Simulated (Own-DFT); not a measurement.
Simulation results for GaN (wurtzite, strained, atoms displaced)

Computed with Own-DFT development build. A calculation, not a measurement: plane-wave PBE density functional theory by an unreviewed code, no spin, of a simulated periodic cell, stress positive in tension, free energy of the whole cell less one offset for each atom, forces on such cells passed a denser k mesh, this cell's mesh not checked; offsets are fitted by least squares, one for each functional and potential file, so energies compare only between cells with the same atoms and settings and are not formation energies; the far tail of each file's local potential was reset to the Coulomb form; each entry is a single point on an unrelaxed cell, so the pressure reflects the starting lattice, mostly measured values (interpolated for alloys), from which strain is counted, and rises with the displacements; printed positions are rounded, which can move forces by about a meV/angstrom; the program, named Own-DFT, is a retired in-house code; no spin-orbit coupling.

```xyz
96
Lattice="12.9660 0.1631 0.0112 -4.7563 8.2736 0.0703 0.0091 0.0933 10.5730" Properties=species:S:1:pos:R:3:force_x:R:1:force_y:R:1:force_z:R:1 formula=GaN functional=PBE potential_files=PseudoDojo_norm-conserving,scalar-relativistic,standard_set wave_cutoff=42 occupations=Fermi-Dirac smearing_width=0.1 hardware=one_NVIDIA_H200 k_mesh=3_x_4_x_3_centred_on_Gamma free_energy_of_cell_above_offsets=23.082 pressure=-0.3 stress_xx=1.21 stress_yy=-2.03 stress_zz=1.72 stress_yz=1.77 stress_xz=-0.39 stress_xy=3.75 wall_time=1168
Ga    -0.0070     1.7400     0.0370      0.682      1.138     -0.289
Ga     1.7286     0.9604     2.6925     -1.598     -0.735     -0.406
N      0.1133     1.9027     2.0474     -0.505     -1.215     -0.798
N      1.5803     0.9902     4.6352      0.949       0.23      0.296
Ga     0.0133     1.9732     5.2872     -0.684     -1.337     -0.214
Ga     1.6252     0.9414     7.8784      0.546      2.096      0.824
N      0.0608     1.8909     7.2335     -0.358      0.689      0.477
N      1.7021     0.9973     9.8550     -0.614      0.309      0.366
Ga    -1.6015     4.6549     0.0985      0.333     -1.617     -1.409
Ga     0.0900     3.7138     2.6252     -0.598      0.583      0.699
N     -1.5489     4.6168     1.9604      -0.03     -0.112      2.106
N      0.0943     3.7247     4.6190     -0.397      1.634      0.376
Ga    -1.6148     4.6669     5.4332      1.128     -0.236      -2.95
Ga     0.0316     3.7580     7.9722      0.163     -0.292      0.083
N     -1.5705     4.6640     7.2402      0.202      0.699      2.761
N      0.0903     3.8062     9.9181     -0.617     -0.429       0.77
Ga    -3.1028     7.4334    10.5808     -0.112      0.543      1.149
Ga    -1.5885     6.4553     2.7532      1.145     -0.289     -0.728
N     -3.0675     7.3884     2.0380     -1.617      0.141      0.041
N     -1.5457     6.5093     4.7132      1.233     -0.365      0.101
Ga    -3.0543     7.4250     5.3203     -2.127      0.229      0.201
Ga    -1.4713     6.6070     7.9676      -0.57     -0.694      0.434
N     -3.2480     7.4890     7.3119      2.292     -1.386     -0.608
N     -1.4898     6.5430    10.0666      0.213      0.446         -2
Ga     3.2842     1.8332     0.0208     -0.936      0.841     -0.183
Ga     4.8273     0.9737     2.7055      1.026      0.308     -0.967
N      3.2165     1.8155     1.9819      1.392      1.966      0.132
N      4.8507     0.9977     4.6284      0.235      0.833      0.668
Ga     3.2191     1.9771     5.2081      0.278     -0.835      1.075
Ga     4.8516     1.1740     7.9528      1.493     -1.619      0.515
N      3.3403     1.9651     7.3221     -2.216      0.036     -1.521
N      4.8585     1.0800     9.9282      0.806     -0.022     -0.265
Ga     1.6114     4.6740     0.0891      0.524     -0.103      -0.73
Ga     3.3205     3.7960     2.6472      0.116     -0.633       0.23
N      1.6878     4.7349     2.0996      0.145     -2.022     -1.374
N      3.3414     3.7736     4.6491     -0.558      0.957      0.082
Ga     1.6683     4.7491     5.4162      0.186     -0.425      -1.79
Ga     3.3087     3.7814     7.9080     -0.202      0.817      1.199
N      1.6501     4.6632     7.3158      0.331      0.743      0.526
N      3.2921     3.8996     9.9975     -0.746     -1.151     -0.599
Ga     0.1219     7.4038     0.0951     -0.456      0.391      0.517
Ga     1.7692     6.4647     2.6502     -0.921      2.491      1.359
N      0.0762     7.4500     2.0903      0.371     -1.058     -0.118
N      1.8162     6.5952     4.6879     -0.886     -0.193      0.072
Ga     0.1414     7.4786     5.3643      0.032     -0.753     -0.842
Ga     1.6423     6.6020     7.9360      2.353     -0.719      0.849
N      0.1710     7.5103     7.3030     -1.912      0.801      0.214
N      1.6901     6.6395     9.9573      0.729     -0.442      0.028
Ga     6.5024     2.0290    10.5640      0.075      0.091       0.77
Ga     8.0702     0.9903     2.6981       1.03      1.321     -0.738
N      6.5263     1.9149     2.0202      -1.04      0.606      0.066
N      8.1431     1.1902     4.6310      -0.75     -0.815      0.324
Ga     6.5004     1.9557     5.3349     -0.482      0.911     -0.529
Ga     8.0907     1.0820     7.9394      0.901      0.071      0.992
N      6.5072     2.0265     7.3162     -0.142     -0.763     -0.479
N      8.1211     1.1258    10.0227      0.231      0.121     -1.081
Ga     4.8417     4.6430     0.0453      1.599      0.869      0.162
Ga     6.5382     3.8211     2.7073      0.829     -0.494     -0.167
N      4.9676     4.7447     2.0479     -0.726     -0.346     -0.207
N      6.5158     3.8964     4.7130      0.592     -0.697     -0.029
Ga     4.8936     4.7537     5.3962      0.283     -0.072     -0.512
Ga     6.4831     3.8200     7.9157      1.811      0.773      1.152
N      4.9754     4.7512     7.3505     -1.517      0.379     -0.202
N      6.5574     3.8968     9.9359     -0.433     -0.077     -0.147
Ga     3.3502     7.4674     0.0766      0.127     -0.245     -0.019
Ga     4.9154     6.5563     2.7752      0.809      0.449     -0.222
N      3.3455     7.4867     2.0959      0.025     -0.963     -0.503
N      4.9253     6.5944     4.7770      0.544      0.109     -0.984
Ga     3.3943     7.6020     5.3148     -0.512     -0.583      0.862
Ga     4.9743     6.5900     8.0930      -0.25       0.59     -1.172
N      3.3925     7.5489     7.3098     -0.916     -0.693      0.477
N      5.0324     6.6362     9.9955     -0.967     -0.198      0.757
Ga     9.7410     2.0487     0.0819     -0.095     -2.595       0.65
Ga    11.4523     1.0119     2.6761      -0.46      1.542      0.194
N      9.8288     1.9230     2.0617     -0.835       0.37     -0.092
N     11.2682     1.1146     4.6233      1.174      0.183      0.616
Ga     9.7069     2.0406     5.3182      0.881      0.104      0.714
Ga    11.4130     1.2107     7.9699     -0.548     -0.846     -0.838
N      9.7498     2.0174     7.3917     -0.413        0.6      -1.42
N     11.3422     1.1739     9.8629      0.513      -0.13      1.573
Ga     8.1657     4.8611    10.5736      0.504     -0.952      0.207
Ga     9.7739     3.8026     2.7373      0.914     -0.283     -0.742
N      8.2684     4.7031     1.9775     -1.584      0.744      0.706
N      9.8119     3.9001     4.6999     -0.093      -0.21     -0.113
Ga     8.2336     4.7896     5.3438     -1.206      0.406     -0.101
Ga     9.7357     3.9278     7.9050      1.999     -1.742      1.773
N      8.2603     4.7885     7.3386       -2.6      1.073     -0.653
N      9.8519     3.7891     9.9527     -0.527      3.857     -1.045
Ga     6.6220     7.5952    10.5951     -0.591      0.337      0.477
Ga     8.1193     6.6290     2.7087      1.742     -0.747      0.095
N      6.6059     7.5412     2.0341      -0.85     -1.014     -0.279
N      8.1654     6.6581     4.7304      0.503      0.071     -0.272
Ga     6.5350     7.5684     5.4199      0.335     -0.136     -0.106
Ga     8.2517     6.6704     7.9495     -1.883     -0.286      0.601
N      6.4968     7.5841     7.3743      1.334     -0.269      0.304
N      8.2256     6.7283    10.0226      0.419     -0.659     -1.179
```

Units: wave_cutoff in hartree; smearing_width, free_energy_of_cell_above_offsets in eV; pressure, stress_xx, stress_yy, stress_zz, stress_yz, stress_xz, stress_xy in GPa; wall_time in s; force_x, force_y, force_z in eV/Å.
